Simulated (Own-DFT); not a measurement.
# How HSE06 shifts the pressure of corundum Al2O3, 78 atoms (Al32O46), with two O vacancies

All values are computed. Each geometry was run twice at fixed positions with Own-DFT, a retired in-house plane-wave program that no person has reviewed: with PBE, and with HSE06 (exact exchange share 0.25 at short range, screening 0.11 per bohr, Gygi-Baldereschi treatment of its divergence). Both used PseudoDojo norm-conserving files made for PBE, a cutoff of 48 hartree, the Gamma point alone, fixed occupations, a neutral cell and no spin. With Gamma alone and a thickness of 7.9 Å, finite-size errors remain in every number. The oxygen file's force components were 24 meV/Å off all-electron values in a glass.

Unstrained cell vectors in Å: (5.494, 0.000, 8.660); (-2.747, 4.758, 8.660); (-2.747, -4.758, 8.660), volume V0 = 679.1 Å³, from measured lattice constants. Each geometry has its own random strain of a few per cent, its own defect sites and random moves of rms u per axis. HSE06 gave the energy alone. D is its energy less that of PBE, over the lowest D shown. The PBE stress wasn't checked against mesh or cutoff.

```
run,V - V0 (Å³),u (Å),P with PBE (GPa),D (eV)
1,24.2,0.0303,-0.79,1.579
2,-18.4,0.0531,17.24,0.000
3,11.8,0.0520,5.41,1.213
4,1.3,0.0451,8.76,0.736
5,7.8,0.0496,6.13,1.104
6,-1.2,0.0495,10.10,0.648
7,9.6,0.0508,6.42,1.105
8,-6.0,0.0490,11.71,0.531
9,-11.8,0.0314,11.47,0.175
10,-12.2,0.0483,13.47,0.272
11,6.1,0.0306,4.90,0.903
12,19.5,0.0271,0.42,1.380
13,20.1,0.0291,0.63,?
```

## Fit

D = 0.58 + 0.0394 (V - V0) + 65 u² eV, with an error of 0.0008 on the volume slope, 14 on the last term and a scatter of 0.03 eV. Pressure is -dE/dV, and 1 eV/Å³ is 160.2 GPa, so HSE06 changes the pressure by -6.3 ± 0.1 GPa. With the ions held to the strained lattice, the PBE pressure falls by 243 ± 7 GPa per unit of volume strain; the shape of the strain isn't fitted, so the true error is larger, and a relaxed crystal would be softer. On that slope HSE06's volume at a given pressure is about 2.6 % smaller, or 0.9 % in lengths. At u = 0 and V0 the PBE pressure is 6.2 GPa, which puts the zero-pressure volume, against the measured cell and with the defects in, at +2.5 % for PBE and -0.1 % for HSE06, each good to a few tenths of a per cent.

## Withheld run

Q: what D should run 13 give?

The fit gives 1.42 eV, with rows scattering by 0.03. DFT gave 1.390 eV.
